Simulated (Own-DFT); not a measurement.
# Energy and forces against displacement in monoclinic HfO2, 96 atoms (Hf32O64)

Calculated results; nothing here was measured. The program, named Own-DFT, is a retired in-house plane-wave density functional code that no person has reviewed. Each row is one single-point run on a periodic cell that was not relaxed, without spin or spin-orbit coupling.

Settings of every run: PBE; PseudoDojo norm-conserving scalar-relativistic files; cutoff 72 hartree; 2 x 2 x 2 k mesh centred on Gamma; Fermi-Dirac smearing of 0.1 eV.

Known limits, some of them of some rows only: some atoms lie very close together; hafnium file: forces about 75 meV/angstrom off all-electron values; oxygen file: force components 24 meV/angstrom off all-electron in a glass; forces on such cells passed a denser k mesh, each cell not checked; stress not checked against mesh or cutoff.

Cell vectors in Å: (10.234, 0.000, 0.000); (0.000, 10.350, 0.000); (-1.696, 0.000, 10.445). In each run every atom was moved at random and independently from its ideal site; u is the rms move along one axis. E is the free energy for each atom above the fitted value at u = 0, and F the rms of the force components.

| run | u (Å) | E (meV/atom) | F (eV/Å) | largest force (eV/Å) | P (GPa) |
|---|---|---|---|---|---|
| 1 | 0.0188 | 9.6 | 0.391 | 1.61 | 4.05 |
| 2 | 0.0199 | 10.2 | 0.418 | 1.82 | 4.01 |
| 3 | 0.0506 | 66.6 | 1.136 | 4.81 | 5.87 |
| 4 | 0.0516 | ? | ? | ? | ? |
| 5 | 0.0788 | 161.2 | 1.793 | 8.28 | 8.60 |
| 6 | 0.0817 | 179.7 | 2.051 | 12.99 | 10.49 |
| 7 | 0.1205 | 375.2 | 3.054 | 17.22 | 15.58 |
| 8 | 0.1502 | 594.3 | 4.002 | 24.10 | 21.25 |

## Worked fit

For small independent moves the energy grows as E = (3/2) K u², with K the mean stiffness felt by one atom. The runs with u up to 0.11 Å give K = 17.6 ± 0.2 eV/Å², with residuals divided by u² + 0.0006 Å², since the noise grows with the moves. The scatter is 1.4 meV/atom at u = 0.05 Å. The forces follow F = G u with G = 22.5 eV/Å²; no force at u = 0 is resolved. G exceeds K because the moves of its neighbours add to the force on an atom, and stiffness differs between atoms. At u = 0.150 Å the parabola gives 594 meV/atom and the run 594. The pressure follows P = 3.62 + 921 u² GPa: at fixed volume, shortened bonds push harder than stretched ones pull.

## Withheld run

Question: what energy and rms force should run 4 give?

The fit gives 70 ± 2 meV/atom and about 1.16 eV/Å. The calculation gave 67.4 meV/atom and 1.195 eV/Å.
